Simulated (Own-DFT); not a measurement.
# How strain changes the stress of 2H SiC, 72 atoms (C36Si36)

All numbers below are calculated, not measured. They come from Own-DFT, an in-house plane-wave density functional program, since retired, whose code no person has reviewed. Each row is one single-point run on a periodic cell that was not relaxed, without spin or spin-orbit coupling.

Settings of every run: PBE; PseudoDojo norm-conserving scalar-relativistic files; cutoff 42 hartree; 4 x 4 x 3 k mesh centred on Gamma; Fermi-Dirac smearing of 0.1 eV.

Known limits: forces on such cells passed a denser k mesh, each cell not checked; stress not checked against mesh or cutoff.

Unstrained cell vectors in Å: (9.248, 0.000, 0.000); (-4.624, 8.009, 0.000); (0.000, 0.000, 10.068). The unstrained cell has measured lattice constants (interpolated for alloys), not those of this functional. That, the random moves and any unrelaxed bonds set the pressure at no strain. Each run strains this cell uniformly, with the atoms carried along. Every atom was also moved at random, by a Gaussian of width 0.05 Å on each axis. Strain is the symmetric tensor, in per cent. Stress is positive in tension, and the pressure is minus a third of its trace.

```
run  e_xx (%)  e_yy (%)  e_zz (%)  e_yz (%)  e_xz (%)  e_xy (%)  s_xx (GPa)  s_yy (GPa)  s_zz (GPa)  s_yz (GPa)  s_xz (GPa)  s_xy (GPa)  P (GPa)  E (meV/atom)
  1     -0.95      1.38     -1.72     -0.93      1.83      0.41      -12.24        3.03      -17.51       -3.09        6.61        2.07     8.91          32.9
  2     -1.40     -0.82      1.58     -0.43     -1.65     -1.35      -15.04      -11.54        1.39       -1.34       -5.42       -6.37     8.40          55.3
  3     -0.10     -0.37      1.56     -0.94     -0.95     -1.10       -6.77       -4.10        1.24       -2.54       -2.83       -6.11     3.21          20.7
  4      1.27     -1.97     -0.43     -1.21     -1.89     -1.30        0.45      -15.46      -13.05       -3.91       -6.64       -6.13     9.35          62.5
  5      0.58      0.75      0.87     -0.67     -0.57     -1.12        0.89        0.55       -2.18       -2.04       -1.21       -3.80     0.25           0.0
  6     -1.93     -0.81     -0.32      0.48      1.35      0.66      -18.12      -11.38       -9.92        2.38        3.61        1.94    13.14          41.5
  7     -1.44     -1.44     -1.69     -1.31      0.96     -0.98      -12.92      -15.98      -23.81       -3.54        2.66       -4.85    17.57          68.1
  8     -1.73     -1.88      1.65      1.47      0.72     -0.08      -16.76      -14.26       -0.42        4.67        3.10        0.06    10.48          33.8
  9     -0.34     -1.37     -1.27     -0.50      0.73      0.05       -8.13      -14.11      -15.74       -1.90        2.52        1.50    12.66          20.5
 10      0.24      0.76     -0.40     -1.54      1.58     -0.86       -2.17       -0.26       -9.22       -4.81        5.96       -3.36     3.89           9.2
 11      0.26      1.40      1.60      0.73      0.62      0.64       -1.08        4.56        1.61        2.20        1.98        2.89    -1.70           6.5
 12     -1.42     -0.83      0.89     -0.24     -1.80     -0.72      -12.73       -8.94       -4.10       -1.26       -6.57       -4.03     8.59          21.4
 13     -1.21     -0.03      1.89      1.39     -1.89      1.54      -10.94       -6.35        3.24        4.46       -6.25        6.59     4.68          43.7
 14      1.12     -1.94      1.26     -0.35      1.25     -0.84        1.27      -12.62       -1.86       -1.54        3.23       -4.00     4.40          17.9
 15     -0.85      1.99     -1.84      0.40     -1.45      0.70       -6.44        4.61      -19.83        0.19       -3.91        3.56     7.22          24.6
 16     -0.23     -1.80     -1.82      1.92      1.03      0.04       -7.26      -17.22      -20.74        6.25        3.82       -0.04    15.07          41.3
 17      1.85     -0.92      0.68      1.71      1.56      0.75           ?           ?           ?           ?           ?           ?        ?             ?
```

E is the free energy for each atom above the lowest run shown.

## Worked fit

Each stress component was fitted by least squares to a constant and the strains of the runs shown, as fractions, with shears doubled. Shear strains stay in the fit of a normal stress only where such slopes are resolved. The slopes, in GPa:

| stress | at no strain | per e_xx | per e_yy | per e_zz | scatter |
|---|---|---|---|---|---|
| s_xx | -4.5 | 617 ± 37 | 91 ± 28 | 7 ± 26 | 1.45 |
| s_yy | -4.5 | 101 ± 33 | 577 ± 25 | 72 ± 23 | 1.28 |
| s_zz | -8.4 | 23 ± 36 | 78 ± 27 | 631 ± 25 | 1.39 |

Each shear stress against twice its own strain: yz 154 ± 10, xz 166 ± 6, xy 219 ± 21 GPa. These are stiffnesses along x, y and z of the frame in which the cell vectors are given, which need not be the crystal's axes. The atoms are held to the strained lattice; where symmetry lets them move under strain, relaxing them would lower some slopes. The table should be nearly symmetric about its diagonal, and what it lacks of that shows the noise. A ninth of its sum, 244 ± 6 GPa, estimates the bulk modulus near the mean pressure of these runs, 7.9 GPa, so it lies above the value at zero pressure.

## Withheld run

Question: what normal stresses and pressure should run 17 give?

The fit gives s_xx = 6.2, s_yy = -7.5, s_zz = -4.4 and P = 1.9 GPa. The calculation gave 4.58, -9.05, -3.18 and P = 2.55 GPa.
